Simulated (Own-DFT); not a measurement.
GaP (zincblende, atoms displaced) (calculated)

All values are calculated (Own-DFT development build). A calculation, not a measurement: plane-wave PBE density functional theory by an unreviewed code, no spin, of a simulated periodic cell, stress positive in tension, free energy of the whole cell less one offset for each atom, forces on such cells passed a denser k mesh, this cell's mesh not checked; offsets are fitted by least squares, one for each functional and potential file, so energies compare only between cells with the same atoms and settings and are not formation energies; the far tail of each file's local potential was reset to the Coulomb form; each entry is a single point on an unrelaxed cell, so the pressure reflects the starting lattice, mostly measured values (interpolated for alloys), from which strain is counted, and rises with the displacements; printed positions are rounded, which can move forces by about a meV/angstrom; the program, named Own-DFT, is a retired in-house code; no spin-orbit coupling.

Settings shared by all entries: functional PBE; potential files PseudoDojo norm-conserving, scalar-relativistic, standard set; wave cutoff 42 hartree; occupations Fermi-Dirac; smearing width 0.1 eV; hardware one NVIDIA H100; k mesh 3 x 3 x 3 centred on Gamma.

(1) 
```xyz
64
Lattice="10.9010 0.0000 0.0000 0.0000 10.9010 0.0000 0.0000 0.0000 10.9010" Properties=species:S:1:pos:R:3:force_x:R:1:force_y:R:1:force_z:R:1 formula=GaP free_energy_of_cell_above_offsets=-33.294 pressure=3.18 stress_xx=-3.08 stress_yy=-3.23 stress_zz=-3.23 stress_yz=0.66 stress_xz=0.3 stress_xy=-0.02 wall_time=530.4
Ga     0.0148     0.0242     0.0741     -0.012     -0.346     -0.652
Ga     0.0135     2.8316     2.6026      0.758     -0.675      0.964
Ga     2.7615    10.8364     2.7181     -0.012       0.92      -0.01
Ga     2.7387     2.7549     0.0046     -0.016     -0.141      0.215
P      1.4242     1.3475     1.3870     -0.271      0.494     -0.188
P      1.3404     4.1193     4.1429      0.057      0.195     -0.832
P      4.0700     1.3955     4.0209      0.307      0.025      0.401
P      4.1621     4.0462     1.3743     -0.853      0.876     -0.144
Ga    10.8851     0.0327     5.4492      0.641      0.338      0.012
Ga    10.8807     2.7284     8.1537     -0.011     -0.225      0.479
Ga     2.5611     0.0162     8.2516      1.631      0.341     -0.796
Ga     2.7180     2.7556     5.4640     -0.187     -0.658     -0.445
P      1.3532     1.4209     6.8621      0.004     -0.334     -0.716
P      1.3886     4.0756     9.4785     -0.923     -0.216      1.292
P      4.0868     1.3556     9.6090     -0.603     -0.349     -0.592
P      4.0664     4.0577     6.7861     -0.106      0.536      0.253
Ga    10.8145     5.4733    10.8578      0.971     -0.402      0.484
Ga     0.0040     8.1589     2.7146      0.334      0.837      0.711
Ga     2.7549     5.5018     2.7504      0.049     -0.348     -0.049
Ga     2.7409     8.1164    10.8726     -0.025      0.284     -0.731
P      1.3636     6.9218     1.3715      0.016     -1.589     -0.251
P      1.4339     9.6060     4.0982     -1.188     -0.694     -0.146
P      4.2128     6.7721     4.1522     -1.724      1.112     -1.115
P      4.0222     9.5456     1.2886      -0.26     -0.462      0.355
Ga     0.0118     5.4912     5.4965      -0.23       0.24      0.028
Ga    10.8356     8.1351     8.1824       0.71      0.521     -0.507
Ga     2.7120     5.3707     8.2218      0.679      0.706     -0.653
Ga     2.7576     8.2395     5.3672       0.09     -0.876      0.691
P      1.4368     6.8032     6.8877     -0.468      0.468     -0.751
P      1.3773     9.4934     9.4859     -0.962     -0.401      1.268
P      4.1485     6.7926     9.4758     -1.174     -0.987      1.139
P      4.0601     9.5748     6.7386      0.031      0.095      1.232
Ga     5.3751    10.8493     0.0413      1.592      0.702     -0.464
Ga     5.5237     2.7998     2.7487     -0.354     -1.283     -0.472
Ga     8.1892    10.8725     2.6906     -0.242      0.503      0.702
Ga     8.3000     2.7488     0.0354     -1.676      -1.35     -1.475
P      6.8530     1.3758     1.3649     -0.338     -0.193     -0.264
P      6.8574     4.0372     4.0280      0.534       1.04      1.511
P      9.6585     1.3999     4.0202     -0.893     -0.045      0.169
P      9.4561     4.0400     1.3515      1.232      1.935       0.32
Ga     5.4517     0.0075     5.4135      0.079      0.571      0.204
Ga     5.3045     2.6988     8.1581        1.4     -0.061      0.386
Ga     8.1514    10.8309     8.1976     -0.287      0.896     -0.428
Ga     8.2650     2.7128     5.5271     -0.497     -0.371     -1.008
P      6.8265     1.3888     6.8415     -0.328     -0.314     -0.078
P      6.8314     4.0880     9.5531      0.104     -0.447     -0.492
P      9.5204     1.3112     9.4799      0.518       0.38      0.808
P      9.5425     4.0676     6.8587      0.319      0.801     -0.317
Ga     5.4625     5.4105    10.8586      0.372      0.527      0.624
Ga     5.2943     8.2593     2.7019      1.142     -0.248      0.447
Ga     8.1752     5.4958     2.6866     -0.642      0.097      0.204
Ga     8.2747     8.1334    10.8905     -1.184      0.834      0.772
P      6.7589     6.9222     1.4110      0.202     -0.636     -0.747
P      6.7794     9.5442     4.0831      0.252     -0.133     -0.278
P      9.4932     6.8997     4.0562      1.332     -1.563     -0.242
P      9.5582     9.5196     1.4353      0.135       0.07     -0.926
Ga     5.3828     5.4433     5.4583      1.954     -0.909      0.501
Ga     5.3722     8.1112     8.2085      1.425      1.394      -1.45
Ga     8.1893     5.4603     8.1395     -0.304     -0.292      0.535
Ga     8.2253     8.1303     5.3784     -0.873      1.481      1.011
P      6.8993     6.7951     6.7756      -1.03      0.189       0.09
P      6.8650     9.5383     9.5312     -1.022     -0.799      0.641
P      9.5237     6.8416     9.5455      -0.03     -0.712      -0.61
P      9.5569     9.6358     6.8361     -0.142     -1.351     -0.621
```

Units: free_energy_of_cell_above_offsets in eV; pressure, stress_xx, stress_yy, stress_zz, stress_yz, stress_xz, stress_xy in GPa; wall_time in s; force_x, force_y, force_z in eV/Å.

(2) 
```xyz
64
Lattice="10.9010 0.0000 0.0000 0.0000 10.9010 0.0000 0.0000 0.0000 10.9010" Properties=species:S:1:pos:R:3:force_x:R:1:force_y:R:1:force_z:R:1 formula=GaP free_energy_of_cell_above_offsets=-33.662 pressure=3.18 stress_xx=-3.19 stress_yy=-3.23 stress_zz=-3.13 stress_yz=0.66 stress_xz=0.08 stress_xy=-0.24 wall_time=524.4
Ga     0.0804    10.8869     0.0515     -0.616      0.597       -0.3
Ga    10.8995     2.7749     2.6592       0.04     -0.823      0.808
Ga     2.6798    10.8252     2.7598      0.805      0.651     -0.384
Ga     2.7594     2.8242    10.8637     -0.438     -1.323     -0.081
P      1.3963     1.3803     1.4176      0.282       0.23     -0.549
P      1.3470     4.1047     4.0625      0.103     -0.362      0.003
P      4.0779     1.3751     4.1097     -1.055     -0.369     -0.038
P      4.1557     4.0491     1.2402      -0.42      0.332      1.857
Ga    10.8642    10.8679     5.4752      0.378      0.764      -0.76
Ga    10.8426     2.7595     8.0730      0.171     -0.434      0.911
Ga     2.6980    10.8786     8.1564       0.64      0.261     -0.147
Ga     2.6653     2.7421     5.4598      0.355     -0.071      0.208
P      1.3125     1.3709     6.8379      0.331     -0.314     -0.508
P      1.3312     4.0708     9.5124     -0.369     -0.177     -0.189
P      4.0962     1.3075     9.5913     -0.723      0.599      -0.87
P      4.0593     4.0590     6.8701     -0.216      0.402     -0.857
Ga    10.8530     5.4283    10.7907      0.514      0.297      1.221
Ga    10.8940     8.1553     2.8253     -0.257     -0.237     -1.109
Ga     2.6922     5.4097     2.6835      0.983     -0.022     -0.066
Ga     2.6489     8.1509    10.8513      1.227     -0.124      0.199
P      1.3969     6.8330     1.4161     -0.975     -0.255     -0.794
P      1.3340     9.5086     4.0447      0.061      0.085      1.457
P      4.0847     6.7662     4.1122     -0.414      0.295     -0.231
P      4.1312     9.5198     1.4061     -0.865      0.245      -0.87
Ga     0.0577     5.4296     5.4692     -0.183      0.644     -0.176
Ga    10.8075     8.1751     8.1812      0.704     -0.166       0.21
Ga     2.6072     5.4236     8.1619      1.475     -0.335       0.45
Ga     2.6704     8.1639     5.5395      0.608      0.136     -1.195
P      1.4369     6.8017     6.8617     -1.875      0.372     -0.237
P      1.3734     9.5647     9.5336     -0.544     -0.504     -0.218
P      4.1224     6.7716     9.4267     -0.831      0.018      1.109
P      4.1077     9.5323     6.7203     -0.035      0.256      0.661
Ga     5.4416     0.0092    10.8859      0.327     -0.269      0.549
Ga     5.3949     2.6453     2.7817      0.858      0.949      -0.68
Ga     8.2397    10.8065     2.6999     -1.014      1.179     -0.306
Ga     8.1875     2.7587     0.0289      0.208      0.402     -0.559
P      6.7866     1.4645     1.2776      0.185     -1.328      1.076
P      6.8971     4.1413     4.0835      -1.01     -0.671     -0.299
P      9.4751     1.3614     4.0429      0.998     -0.061      0.024
P      9.5742     4.1148     1.4018     -0.603      0.454     -0.778
Ga     5.4483     0.0249     5.3618      0.432     -0.526      0.096
Ga     5.4052     2.7272     8.1822      0.393     -0.832     -0.169
Ga     8.1020    10.8796     8.2169      0.578      0.989     -0.763
Ga     8.3034     2.8397     5.3886     -1.328     -1.372     -0.116
P      6.7976     1.3416     6.7075      0.497      0.781      0.638
P      6.8117     4.0951     9.4716     -0.027     -0.565      0.892
P      9.5298     1.4125     9.5222      0.152     -0.553      0.276
P      9.5543     4.0784     6.7440     -0.012       1.34      0.971
Ga     5.4608     5.4126    10.8995      0.629      1.039     -0.573
Ga     5.4089     8.1807     2.7279      0.155     -0.623      0.266
Ga     8.1751     5.4847     2.7368     -0.049      0.129     -0.742
Ga     8.1890     8.1881     0.0136     -0.484      0.647     -0.304
P      6.8435     6.9021     1.3629     -0.579     -1.018     -0.009
P      6.8338     9.4910     4.0043     -0.261      0.374      0.648
P      9.5152     6.7913     4.0728      0.647     -0.168      0.697
P      9.5454     9.5243     1.3651      0.838     -0.341     -0.309
Ga     5.4848     5.4399     5.4079     -0.489     -0.428      0.504
Ga     5.4566     8.1354     8.1315     -0.303      0.525     -0.117
Ga     8.1079     5.4571     8.2080      0.792     -0.283     -0.439
Ga     8.2044     8.1748     5.3905     -0.444      -0.09      1.005
P      6.7501     6.7096     6.8814       0.82      1.118     -1.267
P      6.7669     9.5624     9.4654     -0.014     -0.839      0.979
P      9.4598     6.8043     9.5767      0.344      0.108     -0.701
P      9.5718     9.5914     6.8331     -1.097     -0.736     -0.005
```

Units: free_energy_of_cell_above_offsets in eV; pressure, stress_xx, stress_yy, stress_zz, stress_yz, stress_xz, stress_xy in GPa; wall_time in s; force_x, force_y, force_z in eV/Å.
